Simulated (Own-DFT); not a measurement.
# Wall times of self-consistent runs

Wall times of single-point runs (energy, forces and, in most, stress) with one build of Own-DFT, an in-house plane-wave density functional program, since retired. Each ran alone on one NVIDIA H200 card, with norm-conserving files, no spin and no use of crystal symmetry. The k points are those left after time reversal, where it was used. Plane waves for each k point are estimated as V (2 E)^(3/2) / (6 π²) in atomic units.

```
       cell  atoms  valence electrons  cutoff (hartree)  volume (Å³)  k mesh  k points  plane waves  time (s)
      Ga4P4      8                 72                42          162   5x5x5        63        14200        96
    In30P34     64                560                36         1617   3x3x3        14       112600      1152
    In32P30     62                566                36         1617   3x3x3        14       112600      1111
    In31P33     64                568                36         1617   3x3x3        14       112600      1180
 Ga24In8P32     64                576                42         1398   3x3x3        14       122600      1057
    In46P50     96                848                36         2426   2x3x3        10       168900      2248
    Ga48P46     94                854                42         1943   2x3x3        10       170500      1962
    Ga48P48     96                864                42         1943   2x3x3        10       170500      2036
As32Ga24In8     64                896                42         1520   3x3x3        14       133400      1792
 As32GaIn31     64                896                42         1779   3x3x3        14       156100      2241
    In33P31     64                584                36         1617   3x3x3        14       112600         ?
```

## Worked fit

Take the size N = k points x plane waves x valence electrons. A line through log(time) against log(N) has a slope of 0.95 ± 0.04 and a scatter of a factor 1.13. Part of the scatter may come from the number of self-consistent steps, which isn't shown. Times belong to this build alone.

## Withheld run

Question: how long should the last run take? Its N is 9.20e+08.

The line gives about 1182 s. It took 1215 s.
